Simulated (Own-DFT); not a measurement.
SiC (4H silicon carbide, atoms displaced) (calculated)

A calculation, not a measurement: plane-wave PBE density functional theory by an unreviewed code, no spin, of a simulated periodic cell, stress positive in tension, free energy of the whole cell less one offset for each atom, forces on such cells passed a denser k mesh, this cell's mesh not checked; offsets are fitted by least squares, one for each functional and potential file, so energies compare only between cells with the same atoms and settings and are not formation energies; the far tail of each file's local potential was reset to the Coulomb form; each entry is a single point on an unrelaxed cell, so the pressure reflects the starting lattice, mostly measured values (interpolated for alloys), from which strain is counted, and rises with the displacements; printed positions are rounded, which can move forces by about a meV/angstrom; the program, named Own-DFT, is a retired in-house code; no spin-orbit coupling. Program: Own-DFT development build.

Common to all runs: functional PBE; potential files PseudoDojo norm-conserving, scalar-relativistic, standard set; wave cutoff 42 hartree; occupations Fermi-Dirac; smearing width 0.1 eV; hardware one NVIDIA H100; k mesh 4 x 4 x 3 centred on Gamma.

(1) SiC (4H silicon carbide, atoms displaced)

```xyz
72
Lattice="9.2481 0.0000 0.0000 -4.6241 8.0091 0.0000 0.0000 0.0000 10.0681" Properties=species:S:1:pos:R:3 SiC
Si     4.6085     8.0059     4.1188
Si     0.0061     1.8267     1.5818
C      9.2368     0.0107     0.9831
C     -0.0412     1.8111     3.4265
Si    -1.5531     2.6969     4.0944
Si    -1.5267     4.4059     1.6119
C      7.6795     2.6160     0.9506
C     -1.5405     4.3887     3.4244
Si    -3.0522     5.3453     4.0693
Si    -3.0838     7.0431     1.5034
C      6.1477     5.3584     0.9136
C     -3.0681     7.1157     3.4498
Si     3.0925     0.0283     4.0825
Si     3.0703     1.7637     1.6034
C      3.0563     0.0109     0.9616
C      3.1024     1.8095     3.4837
Si     1.5547     2.6523     4.0714
Si     1.5475     4.4437     1.6148
C      1.5413     2.6313     0.9784
C      1.5016     4.4811     3.5068
Si    -0.0474     5.3720     4.0477
Si    -0.0025     7.1099     1.5761
C      0.0027     5.3722     0.9316
C      0.0490     7.0841     3.4525
Si     1.5405     7.9862     4.1107
Si     6.1176     1.8023     1.5828
C      1.5166     7.9814     0.9031
C      6.1623     1.8730     3.4838
Si     4.6429     2.6974     4.0885
Si     4.6072     4.4521     1.5718
C      4.5960     2.6886     0.9273
C      4.5667     4.4782     3.4059
Si     3.1081     5.3357     4.0958
Si     3.1156     7.1402     1.5263
C      3.0329     5.3125     0.9370
C      3.0912     7.0760     3.4536
Si    -0.0049     0.0236     9.1710
Si     4.6945     6.2056     6.6337
C      0.0011     0.0289     6.0038
C      4.5986     6.2490     8.4842
Si    -3.0896     5.3723     9.1341
Si     6.1514     3.5689     6.6096
C     -3.0809     5.3421     5.9789
C      6.0614     3.5506     8.5159
Si     7.6420     2.6555     9.1524
Si     7.6709     0.9129     6.6083
C     -1.5242     2.6759     5.9736
C      7.7005     0.8734     8.4925
Si     6.1684     0.0018     9.1533
Si     1.5483     6.2603     6.6389
C      6.1448     0.0131     6.0124
C      1.5583     6.2468     8.4681
Si     3.0820     5.3289     9.1450
Si     3.1103     3.5879     6.5527
C      3.1202     5.3925     5.9598
C      3.0888     3.4814     8.5145
Si     4.6078     2.6767     9.1345
Si     4.5866     0.8893     6.6060
C      4.5887     2.6376     5.9646
C      4.5992     0.8721     8.4672
Si     3.0687     0.0108     9.1159
Si    -1.4765     6.2081     6.6056
C     -1.5410     7.9739     6.0011
C     -1.4914     6.2470     8.5147
Si     0.0370     5.3426     9.1193
Si    -0.0287     3.5694     6.6045
C     -0.0246     5.3032     5.9568
C     -0.0354     3.5517     8.4903
Si     1.5168     2.6801     9.1311
Si     1.5389     0.9160     6.5694
C      1.5543     2.6524     5.9693
C      1.4994     0.8540     8.5116
```

The calculation gives: free energy of cell above offsets -11.010 eV; pressure 3.57 GPa; stress xx -3.02 GPa; stress yy -2.78 GPa; stress zz -4.92 GPa; stress yz 0.3 GPa; stress xz 0.52 GPa; stress xy -0.25 GPa; wall time 364.5 s.

Force:
```csv
element,x (eV/Å),y (eV/Å),z (eV/Å)
Si,0.181,0.111,-0.746
Si,-0.483,-1.301,-0.086
C,0.733,0.125,-0.761
C,0.708,-0.637,1.203
Si,0.55,-0.888,0.237
Si,-0.29,0.621,-2.112
C,0.117,1.033,-0.039
C,-0.261,1.773,1.093
Si,-0.914,-0.057,-0.021
Si,-0.122,2.343,1.728
C,0.352,-1.852,0.518
C,0.024,0.144,-0.086
Si,0.066,-0.781,0.149
Si,0.179,0.177,-0.405
C,0.518,-0.528,-0.335
C,0.063,-0.487,-0.288
Si,-0.946,0.768,0.379
Si,-0.672,0.006,-0.242
C,-0.045,1.186,-0.523
C,0.779,-0.681,-0.342
Si,0.74,-1.293,0.941
Si,-0.182,0.331,-0.411
C,-0.087,-1.354,0.486
C,-1.187,1.484,0.085
Si,0.652,0.667,-0.269
Si,0.305,-0.73,-0.082
C,0.336,0.833,1.519
C,-0.118,-2.07,-0.366
Si,-0.683,0.339,0.055
Si,-0.292,0.212,-0.866
C,0.064,-0.429,0.624
C,1.649,-0.561,1.299
Si,-1.207,0.366,-0.153
Si,-1.301,-0.802,1.072
C,1.081,0.724,0.125
C,-0.194,1.222,-0.041
Si,-0.414,-0.443,-0.806
Si,-1.374,1.365,-0.543
C,-0.244,-0.54,-0.413
C,0.544,-0.244,1.094
Si,0.12,-0.442,-0.928
Si,-0.176,-0.536,0.064
C,0.962,-0.438,-0.31
C,2.074,0.82,-0.35
Si,0.346,0.168,-0.817
Si,0.801,-0.446,0.214
C,-0.948,0.151,0.07
C,-0.292,0.586,0.515
Si,-0.521,0.123,-1.518
Si,0.029,-0.73,-1.228
C,-0.073,0.021,-0.782
C,0.023,-0.529,1.163
Si,-0.099,-0.565,-0.905
Si,-0.837,-0.29,1.143
C,-0.215,-0.614,0.572
C,-0.805,1.802,-0.756
Si,-0.635,-1.277,-0.196
Si,0.276,-0.178,0.118
C,0.967,0.886,-0.2
C,0.523,0.48,0.99
Si,0.075,0.098,0.194
Si,-1.296,0.251,0.494
C,-0.132,0.49,-0.889
C,-0.835,-0.581,-0.239
Si,-0.453,-0.076,-0.003
Si,0.956,-0.637,-0.013
C,1.009,0.795,-0.166
C,-0.012,0.191,0.523
Si,0.097,-0.865,-0.123
Si,0.01,-0.794,1.208
C,-0.228,1.019,-0.194
C,0.665,0.964,-0.323
```

(2) SiC (4H silicon carbide, atoms displaced)

```xyz
72
Lattice="9.2481 0.0000 0.0000 -4.6241 8.0091 0.0000 0.0000 0.0000 10.0681" Properties=species:S:1:pos:R:3 SiC
Si     4.5566     7.9496     4.0686
Si     0.0173     1.7669     1.5810
C      9.2159     0.0299     0.9529
C     -0.0493     1.8057     3.4335
Si     7.6943     2.6447     4.1180
Si    -1.5697     4.4846     1.5335
C     -1.5382     2.7081     0.9467
C     -1.5649     4.4592     3.4739
Si    -3.0791     5.3533     4.0544
Si    -3.0741     7.1321     1.5466
C      6.1267     5.3726     0.9622
C     -3.0602     7.1655     3.5121
Si    -1.5114     8.0083     4.0882
Si     3.0783     1.7576     1.5662
C     -1.6070     7.9600     0.8923
C      3.0664     1.7556     3.4467
Si     1.5572     2.6873     4.0647
Si     1.5400     4.4759     1.5621
C      1.5104     2.6612     0.8850
C      1.5500     4.4298     3.4574
Si     0.0109     5.3419     4.0879
Si     0.0210     7.1300     1.5391
C     -0.0152     5.3498     0.9584
C      0.0262     7.1262     3.4864
Si     1.5584     7.9626     4.0629
Si     6.0995     1.8291     1.5774
C      1.5509     7.9441     0.8920
C      6.1778     1.7885     3.4277
Si     4.6376     2.6910     4.0990
Si     4.6126     4.4003     1.5511
C      4.6054     2.6653     0.9744
C      4.6633     4.4985     3.4380
Si     3.0891     5.3531     4.0781
Si     3.1162     7.0865     1.6072
C      3.1007     5.2902     0.9811
C      3.0712     7.1402     3.4973
Si     4.5946     7.9716     9.1468
Si     4.6469     6.2348     6.6015
C      9.2299     0.0219     5.9970
C      4.6478     6.2004     8.5069
Si     6.1644     5.2894     9.1153
Si     6.2246     3.5640     6.5935
C     -3.0754     5.3400     5.9768
C      6.2113     3.5663     8.4671
Si     7.6804     2.6378     9.1019
Si     7.7010     0.8783     6.5895
C     -1.5209     2.6400     5.9463
C      7.7074     0.8944     8.4611
Si     6.2032     0.0442     9.1312
Si     1.5890     6.2140     6.5561
C      1.5668     7.9717     5.9916
C      1.5337     6.2300     8.4531
Si     3.0864     5.3537     9.1393
Si     3.0853     3.5416     6.5876
C      3.0976     5.2824     5.9468
C      3.0416     3.5991     8.5421
Si     4.6011     2.6691     9.1261
Si     4.6171     0.9045     6.5977
C      4.6938     2.6704     5.9458
C      4.6214     0.8783     8.5048
Si    -1.5274     7.9845     9.0871
Si    -1.5659     6.2433     6.5981
C      3.0626     0.0080     5.9808
C     -1.5835     6.1996     8.4959
Si     0.0507     5.2994     9.0887
Si     0.0190     3.5106     6.5765
C     -0.0128     5.3633     6.0091
C     -0.0092     3.5938     8.5233
Si     1.5400     2.6486     9.0895
Si     1.5095     0.8701     6.5625
C      1.5753     2.6591     5.9228
C      1.5619     0.8856     8.4862
```

Results for SiC (4H silicon carbide, atoms displaced): free energy of cell above offsets -11.027 eV; pressure 3.56 GPa; stress xx -3.62 GPa; stress yy -3.27 GPa; stress zz -3.78 GPa; stress yz -0.26 GPa; stress xz 0.12 GPa; stress xy -0.4 GPa; wall time 362 s.

Force:
```csv
element,x (eV/Å),y (eV/Å),z (eV/Å)
Si,2.219,2.271,0.803
Si,-0.941,1.121,-0.447
C,0.429,-0.995,0.045
C,1.048,-0.907,0.959
Si,0.031,0.901,-1.635
Si,0.318,-0.446,0.98
C,-0.697,-0.823,-0.527
C,0.647,-0.212,-0.302
Si,0.484,0.389,0.722
Si,-1.09,-0.121,1.048
C,0.044,-0.941,-0.831
C,-0.723,-0.719,-1.218
Si,-0.297,0.224,0.361
Si,-1.008,-0.131,-0.426
C,1.991,1.189,0.518
C,0.737,0.681,0.239
Si,-0.698,-0.972,-0.397
Si,-0.597,-1.119,-0.014
C,0.811,0.174,1.142
C,0.133,0.845,-0.098
Si,-0.568,-0.366,0.305
Si,-0.909,-0.4,0.314
C,0.465,0.052,-0.715
C,-0.287,-0.285,-1.015
Si,-0.771,1.808,0.933
Si,2.276,-1.295,-0.409
C,0.334,1.456,1.372
C,-0.634,-0.585,1.028
Si,-0.046,-0.197,-0.995
Si,0.522,1.197,0.813
C,-0.397,-0.322,-1.207
C,-1.09,-0.893,0.209
Si,0.156,-0.868,-0.144
Si,-0.685,0.298,-0.718
C,-0.233,1.019,-0.657
C,-0.218,-1.439,-1.057
Si,0.902,0.726,-0.693
Si,-0.44,-0.428,0.151
C,-0.179,-0.962,-0.939
C,-0.613,0.192,-0.083
Si,0.25,1.033,0.46
Si,-0.513,0.135,-0.177
C,-0.119,0.008,-0.532
C,-1.35,-0.899,0.411
Si,1.105,0.859,0.847
Si,-0.153,-0.025,0.13
C,-0.062,0.125,0.858
C,0.331,-0.22,0.503
Si,-0.843,-1.351,-1.048
Si,-0.841,-0.405,0.916
C,-0.479,0.759,-0.893
C,0.903,0.447,0.637
Si,-0.431,0.246,-0.192
Si,0.595,-0.115,0.547
C,0.371,1.013,0.164
C,0.971,-0.854,-1.154
Si,0.234,0.171,-0.351
Si,0.431,-0.635,0.038
C,-0.872,0.055,0.902
C,0.293,0.569,-0.089
Si,-0.606,-0.286,0.048
Si,0.488,-0.253,0.433
C,0.469,0.087,-0.262
C,1.086,0.138,-0.088
Si,-1.227,1.641,0.61
Si,0.044,1.295,0.593
C,0.435,-0.767,-0.913
C,0.122,-2.142,-1.306
Si,-0.574,0.245,0.333
Si,0.742,0.546,0.781
C,-0.439,-0.191,0.739
C,-0.782,-0.347,-0.359
```
